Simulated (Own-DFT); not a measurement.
# Response to strain: wurtzite AlN, 128 atoms (Al64N64)

Calculated, not measured: single-point runs of Own-DFT, a retired in-house plane-wave DFT program that no person has reviewed, on unrelaxed cells, without spin or spin-orbit coupling.

Common settings: PBE; PseudoDojo norm-conserving scalar-relativistic files; cutoff 42 hartree; 2 x 2 x 2 k mesh centred on Gamma; Fermi-Dirac smearing of 0.1 eV.

Known weak points: forces on such cells passed a denser k mesh, each cell not checked; stress not checked against mesh or cutoff.

Unstrained cell vectors in Å: (12.448, 0.000, 0.000); (-6.224, 10.780, 0.000); (0.000, 0.000, 9.964). The unstrained cell has measured lattice constants (interpolated for alloys), not those of this functional. That, the random moves and any unrelaxed bonds set the pressure at no strain. In each run the cell takes a homogeneous strain; fractional positions stay. Each atom got a random Gaussian move of width 0.05 Å along each axis. Stress is counted positive in tension, P = -(s_xx + s_yy + s_zz)/3, and strain components are those of the symmetric tensor.

```
run,e_xx (%),e_yy (%),e_zz (%),e_yz (%),e_xz (%),e_xy (%),s_xx (GPa),s_yy (GPa),s_zz (GPa),s_yz (GPa),s_xz (GPa),s_xy (GPa),P (GPa),E (meV/atom)
1,-0.28,-1.68,0.27,0.51,0.31,-1.44,-9.30,-13.56,-6.22,1.53,0.94,-5.07,9.69,20.8
2,0.24,0.26,0.95,1.51,-0.51,-1.55,-4.20,-4.05,-0.47,4.06,-1.92,-5.00,2.91,5.7
3,1.68,-1.47,0.34,-1.68,0.89,-0.42,-0.21,-10.23,-4.31,-4.01,2.85,-0.64,4.92,18.7
4,1.59,-0.83,1.98,1.33,-0.54,0.12,2.67,-7.61,3.77,3.90,-1.61,0.70,0.39,0.0
5,0.97,0.60,-1.90,1.36,-0.77,-0.89,-1.17,-3.43,-14.98,3.38,-2.51,-2.66,6.53,18.4
6,0.77,-0.26,0.84,-0.99,1.10,1.08,-2.39,-4.36,-2.46,-2.35,2.51,3.60,3.07,5.9
7,1.49,-0.77,-0.36,1.31,1.47,-0.60,-0.04,-9.88,-7.21,3.65,3.93,-1.35,5.71,30.1
8,-1.56,-0.79,-1.55,-0.24,0.73,-1.83,-16.60,-13.99,-14.96,0.36,3.39,-7.17,15.18,47.4
9,-1.43,1.05,1.17,0.55,-0.08,-1.42,-9.65,-2.16,-0.40,0.84,-0.47,-4.13,4.07,3.4
10,-1.17,-1.10,-1.98,-0.70,0.20,0.44,-15.45,-12.63,-19.09,-1.11,0.95,0.06,15.72,44.6
11,1.14,-1.77,-1.26,-0.37,1.76,1.18,-4.32,-12.31,-12.71,-0.77,4.25,4.38,9.78,19.6
12,-1.30,-1.21,-0.93,1.40,-1.41,0.53,-14.23,-13.31,-12.29,3.43,-3.22,1.97,13.27,24.0
13,0.88,-1.14,1.31,1.86,0.92,1.83,-1.74,-9.94,-0.06,4.84,2.79,4.29,3.91,20.1
14,-1.16,-1.58,0.21,-0.68,-1.05,1.94,-14.78,-15.31,-6.15,-2.65,-3.09,7.93,12.08,38.8
15,-1.87,-0.59,1.52,-1.86,0.89,1.73,-16.41,-9.21,0.44,-4.56,2.11,7.79,8.40,22.8
16,1.54,0.71,1.75,0.18,-1.04,1.18,2.63,-0.12,3.41,0.59,-2.84,3.24,-1.97,4.7
17,-1.58,1.89,1.61,-0.86,-1.01,-0.24,?,?,?,?,?,?,?,?
```

The last column gives the free energy per atom over the lowest of the runs shown.

## Working it out

Each stress component was fitted by least squares to a constant and the strains of the runs shown, as fractions, with shears doubled. Shear strains stay in the fit of a normal stress only where such slopes are resolved. The slopes, in GPa:

| stress | at no strain | per e_xx | per e_yy | per e_zz | scatter |
|---|---|---|---|---|---|
| s_xx | -6.1 | 500 ± 16 | 157 ± 24 | 67 ± 17 | 0.81 |
| s_yy | -6.1 | 111 ± 21 | 451 ± 31 | 60 ± 21 | 1.04 |
| s_zz | -6.3 | 50 ± 13 | 55 ± 19 | 511 ± 13 | 0.64 |

The slope of each shear stress on twice its own strain, from a fit on all six strains: yz 126 ± 6, xz 134 ± 9, xy 164 ± 13 GPa. These are stiffnesses along x, y and z of the frame in which the cell vectors are given, with the crystal's c axis along z: C11, C12, C13 and C33. Hexagonal symmetry asks that xx and yy behave alike, which is a second check on the noise. The atoms are held to the strained lattice; where symmetry lets them move under strain, relaxing them would lower some slopes. Slopes across the diagonal should nearly agree, so their difference gauges the noise. A ninth of the table's sum, 218 ± 4 GPa, estimates the bulk modulus near the mean pressure of these runs, 7.1 GPa, so it lies above the value at zero pressure.

## Withheld run

Q: what normal stresses and pressure should run 17 give?

The fit gives s_xx = -10.0, s_yy = 1.7, s_zz = 2.2 and P = 2.0 GPa. The calculation gave -9.08, 2.61, 1.43 and P = 1.68 GPa.
